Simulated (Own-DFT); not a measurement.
# Computed records: AlGa3N4 (wurtzite random alloy, strained, atoms displaced)

A calculation, not a measurement: plane-wave PBE density functional theory by an unreviewed code, no spin, of a simulated periodic cell, stress positive in tension, free energy of the whole cell less one offset for each atom, forces on such cells passed a denser k mesh, this cell's mesh not checked; offsets are fitted by least squares, one for each functional and potential file, so energies compare only between cells with the same atoms and settings and are not formation energies; the far tail of each file's local potential was reset to the Coulomb form; each entry is a single point on an unrelaxed cell, so the pressure reflects the starting lattice, mostly measured values, from which strain is counted, and rises with the displacements; printed positions are rounded, which can move forces by about a meV/angstrom; the program is a retired in-house code; no spin-orbit coupling. Program: Own-DFT development build.

Settings shared by all entries: functional PBE; potential files PseudoDojo norm-conserving, scalar-relativistic, standard set; wave cutoff 42 hartree; occupations Fermi-Dirac; smearing width 0.1 eV; k mesh 4 x 4 x 3 centred on Gamma.

(1) AlGa3N4 (wurtzite random alloy, strained, atoms displaced)

```xyz
72
Lattice="9.5806 0.0000 0.0000 -4.7903 8.2970 0.0000 0.0000 0.0000 10.2685" Properties=species:S:1:pos:R:3 AlGa3N4
Ga    -0.0472     1.8252    10.2144
Ga     1.5572     0.9146     2.5890
N     -0.0274     1.8092     1.9056
N      1.5935     0.9145     4.5571
Ga     0.0141     1.9400     5.1861
Al     1.6995     0.8618     7.7099
N      0.1151     1.9151     7.1186
N      1.6069     0.9008     9.5283
Ga    -1.6212     4.6238    10.1753
Ga     0.0230     3.6254     2.5407
N     -1.6199     4.6414     1.9645
N      0.0597     3.6967     4.6597
Al    -1.4974     4.5674     5.0814
Ga    -0.0082     3.6865     7.6756
N     -1.5655     4.6364     7.1085
N      0.0448     3.6754     9.5650
Ga    -3.1449     7.4552     0.0221
Al    -1.6690     6.5229     2.4987
N     -3.2244     7.3828     1.8938
N     -1.5827     6.5591     4.5098
Ga    -3.2395     7.2962     5.1488
Ga    -1.6497     6.4696     7.7145
N     -3.2276     7.4004     7.0928
N     -1.6340     6.5104     9.6584
Ga     3.1951     1.8155    10.1788
Al     4.7399     0.8891     2.6723
N      3.2004     1.7786     1.9269
N      4.6686     0.9066     4.5354
Ga     3.3635     1.8438     5.0811
Al     4.7516     0.8746     7.6279
N      3.1875     1.8951     6.9895
N      4.9082     0.9682     9.5864
Ga     1.6130     4.6323    10.1887
Ga     3.1003     3.6908     2.5100
N      1.5856     4.6365     1.9278
N      3.2197     3.6486     4.4672
Al     1.5982     4.6458     5.1272
Ga     3.2040     3.7360     7.7123
N      1.6147     4.6197     7.0363
N      3.1809     3.6841     9.6226
Ga     0.0233     7.2559    10.2162
Ga     1.5945     6.4487     2.5556
N      0.0088     7.3463     1.9570
N      1.5229     6.3829     4.5453
Ga    -0.0146     7.3697     5.1391
Ga     1.5376     6.5003     7.6456
N     -0.0616     7.4451     7.0568
N      1.5294     6.4611     9.6357
Ga     6.3583     1.8482    10.2056
Al     8.0336     0.8152     2.5473
N      6.4770     1.8332     1.8840
N      7.9272     0.9057     4.4559
Ga     6.3829     1.8633     5.1429
Ga     7.9861     0.9670     7.6765
N      6.4356     1.8242     7.0764
N      7.9101     0.9284     9.6340
Ga     4.7037     4.5541     0.0882
Ga     6.3486     3.7726     2.5180
N      4.8522     4.6280     1.9168
N      6.4021     3.7080     4.5269
Ga     4.8433     4.6253     5.1257
Ga     6.3732     3.6590     7.6622
N      4.7502     4.7071     6.9835
N      6.4149     3.7173     9.6214
Al     3.1197     7.4448     0.0328
Ga     4.8214     6.3838     2.6728
N      3.1548     7.3712     1.9078
N      4.8538     6.5168     4.5252
Al     3.2243     7.3174     5.0991
Ga     4.8302     6.5044     7.6979
N      3.2468     7.3928     7.0765
N      4.8111     6.4405     9.7246
```

- free energy of cell above offsets: 7.140 eV
- pressure: 4.47 GPa
- stress xx: -3.85 GPa
- stress yy: -3.48 GPa
- stress zz: -6.08 GPa
- stress yz: -0.82 GPa
- stress xz: -0.19 GPa
- stress xy: 1.15 GPa

Force:
```csv
element,x (eV/Å),y (eV/Å),z (eV/Å)
Ga,0.421,0.171,-0.181
Ga,0.446,0,0.51
N,-0.102,-0.322,0.25
N,-0.075,0.164,-0.375
Ga,0.344,-2.721,0.001
Al,-0.992,1.638,-1.857
N,-0.506,-2.155,0.083
N,-0.085,0.641,0.952
Ga,0.705,-0.088,1.127
Ga,-0.94,0.871,0.366
N,0.866,0.84,-0.285
N,-0.207,1.305,-2.213
Al,-1.582,1.573,0.725
Ga,0.755,0.73,-0.278
N,-0.725,-0.057,-1.602
N,-0.642,0.284,1.476
Ga,-1.633,-1.008,-0.57
Al,1.338,-0.768,0.871
N,0.313,-0.219,1.552
N,-0.737,-2.614,-1.17
Ga,2.457,2.574,0.601
Ga,0.237,-0.22,-0.333
N,0.998,0.456,-0.183
N,0.641,-0.686,-0.452
Ga,0.678,-0.366,0.828
Al,1.229,0.241,-2.386
N,0.244,0.416,-0.152
N,5.194,-2.017,-1.902
Ga,-5.718,2.162,1.5
Al,0.553,2.071,0.951
N,0.775,-1.195,1.931
N,-3.078,-1.793,-1.552
Ga,-0.601,-0.412,0.583
Ga,1.583,-0.939,0.654
N,-0.42,-0.425,-0.64
N,-0.645,1.767,0.062
Al,1.03,-1.39,0.555
Ga,0.002,-0.182,-1.198
N,-0.222,0.73,-0.148
N,0.009,-0.243,0.34
Ga,-1.32,2.676,1.446
Ga,-0.526,0.236,0.438
N,-1.211,0.822,0.159
N,2.008,0.978,-0.246
Ga,-0.084,0.075,-0.157
Ga,1.005,-0.406,0.066
N,0.225,-0.665,0.404
N,2.717,-0.167,-0.694
Ga,1.007,1.221,1.541
Al,-1.24,1.922,0.029
N,-1.171,-0.481,1.637
N,0.842,-0.929,0.274
Ga,0.161,-0.422,-0.745
Ga,1.438,-0.641,0.121
N,-1.958,-0.085,-0.362
N,1.236,-0.959,-0.157
Ga,1.634,1.309,-2.224
Ga,1.735,-2.671,0.653
N,-2.315,0.036,1.342
N,1.182,0.332,-0.228
Ga,-0.914,-0.389,-0.678
Ga,-0.175,1.063,0.181
N,0.722,-1.055,1.635
N,-1.306,-0.308,-0.279
Al,1.045,-1.153,-1.064
Ga,-0.389,1.202,-2.524
N,0.876,-0.346,0.495
N,-2.885,-1.418,-0.062
Al,-0.886,1.179,0.709
Ga,-0.97,-0.677,1.663
N,-1.072,0.163,-1.251
N,-1.319,0.743,-0.564
```

(2) AlGa3N4 (wurtzite random alloy, strained, atoms displaced)

```xyz
72
Lattice="9.5806 0.0000 0.0000 -4.7903 8.2970 0.0000 0.0000 0.0000 10.2685" Properties=species:S:1:pos:R:3 AlGa3N4
Al    -0.0686     1.7985     0.0116
Ga     1.5945     0.8557     2.5418
N     -0.0061     1.8394     1.8647
N      1.6267     0.9355     4.4458
Al     0.0774     1.8632     5.1129
Ga     1.5816     0.9515     7.7039
N      0.0602     1.8951     7.0887
N      1.6102     0.9874     9.6599
Ga    -1.6714     4.6126     0.0027
Ga    -0.0319     3.7077     2.5256
N     -1.6232     4.6110     1.8519
N      0.0241     3.7170     4.4662
Ga    -1.6331     4.5558     5.1019
Ga     0.0805     3.7207     7.7754
N     -1.5576     4.6144     6.9783
N     -0.0068     3.7215     9.5252
Ga    -3.1502     7.3411    10.2341
Al    -1.6569     6.4829     2.4678
N     -3.2385     7.3479     1.9160
N     -1.6574     6.4388     4.4750
Ga    -3.1629     7.3152     5.1672
Al    -1.6356     6.3757     7.7494
N     -3.1324     7.4823     7.1695
N     -1.4672     6.4337     9.6310
Ga     3.1816     1.8507    10.2650
Ga     4.8434     0.8789     2.5474
N      3.2382     1.8799     2.0120
N      4.7717     0.9691     4.4556
Ga     3.2303     1.8468     5.1633
Ga     4.7932     0.8898     7.7275
N      3.1883     1.7966     7.0343
N      4.7981     0.9089     9.7236
Al     1.5590     4.5719     0.0345
Al     3.1507     3.7636     2.5231
N      1.7241     4.5225     1.9627
N      3.2044     3.5960     4.5408
Ga     1.6327     4.6351     5.1580
Ga     3.1717     3.5388     7.8065
N      1.6027     4.6545     7.0913
N      3.2369     3.6247     9.6093
Ga    -0.1213     7.4420     0.0270
Ga     1.5612     6.4869     2.5380
N     -0.0218     7.3673     1.8822
N      1.6398     6.4648     4.5534
Ga     0.0180     7.3687     5.1361
Ga     1.5894     6.4459     7.6722
N     -0.0547     7.3394     7.1023
N      1.5412     6.3985     9.5827
Al     6.3216     1.7317     0.0243
Ga     7.9811     0.9382     2.5777
N      6.3358     1.8581     1.8685
N      7.9778     1.0313     4.5042
Ga     6.3039     1.7622     5.0778
Ga     7.9005     0.8518     7.7566
N      6.3292     1.8968     7.1558
N      7.9636     0.9145     9.5879
Al     4.7473     4.6260     0.0408
Ga     6.3571     3.7031     2.4992
N      4.7877     4.6225     1.9958
N      6.3869     3.6687     4.4382
Ga     4.8244     4.6385     5.1248
Al     6.3559     3.8278     7.7705
N      4.8866     4.6138     7.0971
N      6.3158     3.6944     9.7132
Ga     3.1730     7.3665     0.0094
Ga     4.8165     6.4214     2.5773
N      3.2590     7.3612     1.9580
N      4.8279     6.4041     4.4976
Ga     3.1474     7.3579     5.1013
Ga     4.7898     6.5323     7.7057
N      3.1674     7.3788     6.9351
N      4.8353     6.4828     9.5923
```

- free energy of cell above offsets: 6.943 eV
- pressure: 4.43 GPa
- stress xx: -2.69 GPa
- stress yy: -2.18 GPa
- stress zz: -8.43 GPa
- stress yz: -0.35 GPa
- stress xz: -1.06 GPa
- stress xy: -0.24 GPa

Force:
```csv
element,x (eV/Å),y (eV/Å),z (eV/Å)
Al,0.87,0.788,-1.305
Ga,0.468,1.508,-0.125
N,-0.177,0.083,0.185
N,-0.927,-0.481,1.294
Al,-0.626,0.242,0.401
Ga,0.065,0.687,0.382
N,-1.167,-0.495,-1.18
N,-1.21,-0.8,0.385
Ga,0.947,-0.658,-1.344
Ga,0.558,-0.447,0.377
N,0.389,1.164,1.713
N,0.028,-0.74,0.246
Ga,0.523,0.2,-0.542
Ga,-1.045,-0.254,-3.834
N,-1.172,0.34,2.691
N,0.106,-0.96,5.361
Ga,-0.18,0.956,-0.33
Al,0.494,-0.722,1.394
N,1.319,-0.316,-0.397
N,1.492,-0.111,-1.468
Ga,-0.519,1.427,0.223
Al,0.861,0.855,-1.322
N,0.016,-2.653,-0.79
N,-2.965,-0.631,-0.859
Ga,0.266,-0.302,1.557
Ga,-1.227,1.071,-0.066
N,-0.546,0.119,-0.906
N,-0.231,-2.031,0.279
Ga,-0.841,-0.511,-1.024
Ga,-0.178,0.037,-0.094
N,0.428,-0.021,1.292
N,-0.365,0.517,-1.069
Al,0.332,0.291,-1.003
Al,3.149,-2.964,2.442
N,-3.536,2.389,-1.985
N,0.058,2.472,-1.391
Ga,0.027,-1.169,-0.151
Ga,0.545,1.98,-3.05
N,1.005,-1.108,-0.155
N,-0.61,2.005,2.757
Ga,2.684,-0.786,-0.951
Ga,0.917,-0.82,0.327
N,-0.696,-0.777,1.706
N,-1.484,-0.283,-1.713
Ga,-1.113,-0.02,0.164
Ga,-0.099,0.353,0.047
N,-0.266,-0.057,-0.114
N,0.702,0.035,1.907
Al,1.153,1.792,-0.879
Ga,-0.015,0.299,-0.238
N,1.117,-0.571,0.194
N,1.043,-1.087,0.218
Ga,1.535,2.081,1.599
Ga,0.65,1.457,-2.583
N,0.465,0.394,-0.564
N,-0.299,0.293,2.541
Al,0.361,-0.03,-0.526
Ga,0.383,-0.62,0.67
N,-1.373,-0.335,-1.826
N,-0.315,-0.401,0.185
Ga,-0.424,-1.656,0.512
Al,1.432,-2.147,-0.421
N,-1.577,0.729,-0.024
N,-0.321,-0.51,-0.674
Ga,-0.158,-0.509,-0.437
Ga,-0.284,0.277,0.344
N,-1.248,0.277,-0.092
N,-0.655,1.361,0.256
Ga,2.05,1.334,-1.113
Ga,-0.026,-0.764,-1.217
N,0.305,0.028,2.619
N,-0.864,-1.094,1.497
```

(3) AlGa3N4 (wurtzite random alloy, strained, atoms displaced)

```xyz
72
Lattice="9.5806 0.0000 0.0000 -4.7903 8.2970 0.0000 0.0000 0.0000 10.2685" Properties=species:S:1:pos:R:3 AlGa3N4
Al    -0.0695     1.8084    10.2426
Ga     1.5994     0.8937     2.6166
N      0.0827     1.8065     1.8924
N      1.5490     0.9650     4.5218
Ga    -0.0196     1.8774     5.1304
Ga     1.5561     0.9113     7.6646
N     -0.0721     1.8520     7.1253
N      1.5798     0.8716     9.6392
Ga    -1.6281     4.6297     0.0040
Ga     0.0025     3.6236     2.5406
N     -1.5529     4.6663     1.9763
N     -0.0445     3.6220     4.4670
Al    -1.5753     4.6922     5.1724
Ga     0.0222     3.6977     7.7203
N     -1.6333     4.6767     7.0851
N      0.0231     3.7504     9.6061
Ga    -3.2668     7.3427     0.0120
Ga    -1.5653     6.3491     2.6209
N     -3.1364     7.4077     1.8800
N     -1.5955     6.4690     4.6189
Ga    -3.1357     7.3421     5.1093
Ga    -1.5866     6.5105     7.6662
N     -3.1780     7.3586     7.0545
N     -1.5865     6.4265     9.7419
Ga     3.1194     1.8836     0.0682
Ga     4.9311     0.9962     2.5449
N      3.1641     1.9204     1.9332
N      4.8123     0.8739     4.4684
Ga     3.1473     1.8012     5.1868
Ga     4.8370     0.9573     7.6278
N      3.1325     1.8341     7.1226
N      4.8386     0.9416     9.6817
Ga     1.6496     4.6537     0.0211
Ga     3.1917     3.7137     2.5116
N      1.5814     4.6504     1.9506
N      3.1561     3.6857     4.5873
Ga     1.6356     4.6087     5.1034
Al     3.1634     3.7062     7.7506
N      1.5127     4.6208     7.0693
N      3.1941     3.7424     9.5969
Ga     0.0505     7.3631    10.1694
Al     1.6123     6.5193     2.5523
N      0.0238     7.4318     2.0086
N      1.5455     6.4756     4.5501
Al     0.0237     7.4390     5.1338
Ga     1.6524     6.4614     7.6591
N      0.0421     7.4420     7.0971
N      1.5738     6.3582     9.6482
Ga     6.3630     1.8094     0.0051
Al     8.0002     0.8168     2.5738
N      6.4210     1.7550     1.9135
N      7.9664     0.9643     4.5128
Ga     6.3142     1.8576     5.2092
Ga     8.0935     0.9407     7.6342
N      6.4442     1.8674     7.1167
N      8.0103     0.8658     9.6687
Ga     4.6990     4.5417     0.0554
Ga     6.4495     3.6494     2.6082
N      4.8119     4.5726     1.9750
N      6.3437     3.6342     4.5144
Al     4.8216     4.5536     5.0209
Al     6.4259     3.5894     7.7495
N      4.7906     4.6562     7.0892
N      6.4010     3.6692     9.5810
Al     3.2680     7.4180     0.0927
Ga     4.8094     6.4891     2.4983
N      3.0845     7.4649     1.9414
N      4.8183     6.5033     4.5037
Ga     3.1909     7.3028     5.0292
Ga     4.7858     6.3653     7.6782
N      3.1825     7.3799     7.0577
N      4.6971     6.4533     9.7305
```

* free energy of cell above offsets: 6.587 eV
* pressure: 4.36 GPa
* stress xx: -3.01 GPa
* stress yy: -4.84 GPa
* stress zz: -5.22 GPa
* stress yz: -0.53 GPa
* stress xz: 0.6 GPa
* stress xy: -0.92 GPa

Force:
```csv
element,x (eV/Å),y (eV/Å),z (eV/Å)
Al,1.463,0.838,-0.121
Ga,0.733,0.482,-0.797
N,-2.136,-0.465,-0.222
N,0.602,-1.039,0.377
Ga,-0.555,-0.701,0.408
Ga,-0.003,-0.491,0.96
N,2.842,1.349,-1.536
N,-0.836,1.095,-0.001
Ga,0.603,-0.577,-0.314
Ga,0.404,0.289,-0.066
N,-0.655,-2.667,-0.583
N,-0.299,2.282,0.766
Al,-0.105,-1.776,0.216
Ga,-1.216,0.51,-0.209
N,-0.202,-1.48,-0.554
N,-0.369,-1.825,1.685
Ga,1.265,0.127,-1.055
Ga,0.468,3.396,-0.077
N,-0.409,-0.881,2.009
N,1.768,-0.564,-1.029
Ga,-1.565,1.288,0.68
Ga,0.294,-0.416,1.298
N,-0.786,0.394,0.249
N,-0.596,1.068,-1.566
Ga,0.49,-0.995,-1.641
Ga,-3.328,-1.454,0.305
N,0.743,-1.015,1.094
N,-0.75,0.685,1.199
Ga,0.546,0.522,-0.644
Ga,-0.739,0.134,1.831
N,0.939,1.259,-0.028
N,-1.632,-0.164,-1.067
Ga,-1.283,-1.233,0.044
Ga,-0.716,-0.036,1.544
N,0.353,0.842,0.64
N,1.922,-0.2,-1.199
Ga,-1.633,0.102,0.502
Al,0.152,0.197,-1.702
N,2.155,-0.411,-0.159
N,-0.632,-1.308,0.117
Ga,-0.729,0.214,1.552
Al,-1.555,-0.866,0.427
N,0.228,-1.015,-0.425
N,-0.16,-0.18,-1.484
Al,-0.169,-0.903,0.326
Ga,-0.76,-0.123,0.796
N,-0.237,-0.573,-1.292
N,1.753,2.745,-0.4
Ga,1.176,0.49,-0.551
Al,0.367,3.231,0.728
N,2.659,1.946,0.386
N,-0.312,-0.879,-0.872
Ga,1.126,-0.669,-0.882
Ga,-2.909,-2.211,1.657
N,-0.227,0.069,-0.143
N,-0.003,0.227,-0.123
Ga,2.044,0.909,-0.864
Ga,0.01,-0.295,-0.752
N,0.368,0.598,0.137
N,0.955,1.548,0.52
Al,-1.033,1.1,1.62
Al,-0.305,2.555,-1.039
N,-0.062,-3.518,-1.156
N,-0.576,-0.043,1.269
Al,-1.943,-0.457,-1.667
Ga,0.2,-0.088,0.544
N,1.263,-2.087,-0.068
N,0.16,-2.004,-0.904
Ga,-0.03,1.544,1.512
Ga,-0.051,2.166,0.792
N,1.014,0.052,-0.55
N,0.442,-0.646,-0.45
```

(4) AlGa3N4 (wurtzite random alloy, strained, atoms displaced)

```xyz
72
Lattice="9.5806 0.0000 0.0000 -4.7903 8.2970 0.0000 0.0000 0.0000 10.2685" Properties=species:S:1:pos:R:3 AlGa3N4
Ga    -0.0410     1.8556     0.0224
Al     1.6300     0.9030     2.5622
N     -0.0413     1.9248     1.9321
N      1.5992     0.9790     4.4801
Al    -0.0656     1.8537     5.1824
Ga     1.6079     0.9037     7.6695
N      0.0963     1.8963     7.0740
N      1.6051     0.8562     9.6255
Ga    -1.6771     4.6727    10.2645
Ga    -0.0245     3.6899     2.5164
N     -1.5770     4.6698     1.9513
N     -0.0796     3.7485     4.5920
Ga    -1.6056     4.5956     5.0834
Ga     0.0096     3.6873     7.6604
N     -1.5680     4.5497     7.0534
N      0.0196     3.7124     9.6561
Al    -3.1736     7.4203    10.1506
Al    -1.5282     6.4655     2.4394
N     -3.2116     7.4384     2.0448
N     -1.6178     6.4865     4.4802
Ga    -3.2302     7.3983     5.1699
Al    -1.6143     6.4518     7.7517
N     -3.1493     7.3179     7.0795
N     -1.5569     6.4084     9.6442
Ga     3.1675     1.8929     0.0295
Ga     4.7725     0.9524     2.7183
N      3.2156     1.7877     1.9415
N      4.8368     0.9201     4.4494
Ga     3.2186     1.9080     5.0987
Ga     4.8488     0.8578     7.7968
N      3.1718     1.7576     7.0395
N      4.7507     0.9501     9.6425
Ga     1.5761     4.6330     0.0531
Ga     3.2262     3.6821     2.5427
N      1.5489     4.6451     1.9485
N      3.3075     3.6548     4.5278
Ga     1.5653     4.6239     5.1749
Al     3.2207     3.7639     7.7016
N      1.6311     4.5723     7.1337
N      3.1975     3.8314     9.6263
Ga     0.0247     7.3395     0.0554
Ga     1.5757     6.4677     2.5082
N     -0.0012     7.3298     1.9231
N      1.6056     6.3707     4.5399
Ga    -0.0286     7.3489     5.1300
Al     1.5920     6.5676     7.7526
N      0.0057     7.3518     7.1805
N      1.5497     6.4518     9.6361
Ga     6.4333     1.8373     0.0132
Ga     7.9606     0.9391     2.5463
N      6.3836     1.7969     1.9668
N      8.0196     0.9908     4.5331
Ga     6.3752     1.9046     5.1495
Ga     8.0236     0.9409     7.7764
N      6.3932     1.9141     7.0160
N      7.9507     0.8903     9.6523
Ga     4.7733     4.6453    10.2548
Ga     6.4131     3.7265     2.4975
N      4.6962     4.5976     1.9650
N      6.4309     3.7005     4.4136
Ga     4.7214     4.5629     5.0073
Al     6.3667     3.6349     7.6491
N      4.8259     4.6387     7.0588
N      6.3988     3.6486     9.5620
Ga     3.2104     7.3828    10.2268
Ga     4.7902     6.4697     2.5626
N      3.2703     7.3930     1.9355
N      4.7510     6.5151     4.6130
Ga     3.2081     7.3222     5.2155
Al     4.7636     6.4417     7.7373
N      3.1505     7.2967     7.1014
N      4.7484     6.4996     9.5961
```

* free energy of cell above offsets: 6.449 eV
* pressure: 4.52 GPa
* stress xx: -3.52 GPa
* stress yy: -3.12 GPa
* stress zz: -6.91 GPa
* stress yz: 0.11 GPa
* stress xz: -0.27 GPa
* stress xy: -0.59 GPa

Force:
```csv
element,x (eV/Å),y (eV/Å),z (eV/Å)
Ga,0.793,0.317,-0.62
Al,-0.883,0.962,0.554
N,1.203,-1.853,0.283
N,-0.898,0.303,-0.03
Al,1.411,0.62,-0.796
Ga,0.419,-0.157,0.028
N,-1.581,-1.554,-0.417
N,-0.289,1.237,0.429
Ga,1.102,-1.984,-0.28
Ga,0.181,0.625,1.588
N,-0.678,0.237,-0.603
N,2.246,-2.252,-1.473
Ga,-1.033,1.66,0.954
Ga,0.3,0.661,0.985
N,-1.565,1.276,0.809
N,-0.831,-0.369,-0.017
Al,-0.274,-1.228,1.56
Al,-1.831,0.468,2.192
N,1.284,-1.087,-2.345
N,0.001,-0.187,-0.986
Ga,0.944,0.239,-0.871
Al,0.696,-0.999,-1.18
N,-1.026,-0.246,1.438
N,-1.542,1.969,-0.344
Ga,0.232,0.034,-0.995
Ga,0.422,-0.612,-4.609
N,-0.979,0.579,0.486
N,-0.199,-0.21,4.138
Ga,-0.496,-2.099,1.062
Ga,-0.985,1.31,-1.96
N,1.473,1.864,0.778
N,0.631,-0.309,1.526
Ga,-0.093,-0.117,-1.138
Ga,-1.947,-0.749,0.585
N,0.957,-0.766,0.551
N,-3.614,0.015,-1.742
Ga,0.168,-1.173,0.385
Al,0.059,-1.164,-0.358
N,0.492,1.587,-0.121
N,-0.408,-1.739,-0.362
Ga,-0.366,1.169,-1.172
Ga,1.148,0.106,1.327
N,-0.203,1.066,0.889
N,-0.024,1.8,-0.822
Ga,0.258,-0.003,0.562
Al,-0.456,-2.378,-0.298
N,-0.295,-0.645,-0.837
N,1.006,0.483,-0.187
Ga,-1.53,0.146,0.246
Ga,0.825,-0.237,1.122
N,-0.505,0.96,-0.608
N,-0.493,-0.998,0.137
Ga,0.642,-0.605,-1.138
Ga,-0.054,0.199,-2.107
N,0.119,-1.254,1.72
N,0.615,0.523,0.18
Ga,0.656,-0.164,-0.063
Ga,-0.413,-0.585,0.271
N,2.282,0.966,-0.915
N,-1.198,0.132,0.497
Ga,3.591,2.381,2.129
Al,0.447,1.671,-0.054
N,-0.368,-0.497,0.54
N,-0.481,0.566,0.465
Ga,-0.877,-0.556,0.951
Ga,0.387,0.076,1.038
N,-1.496,-0.004,-0.404
N,0.766,-1.458,-1.684
Ga,-1.341,1.368,-1.041
Al,0.607,-0.316,-1.541
N,0.948,1.053,1.449
N,1.943,-0.074,0.264
```
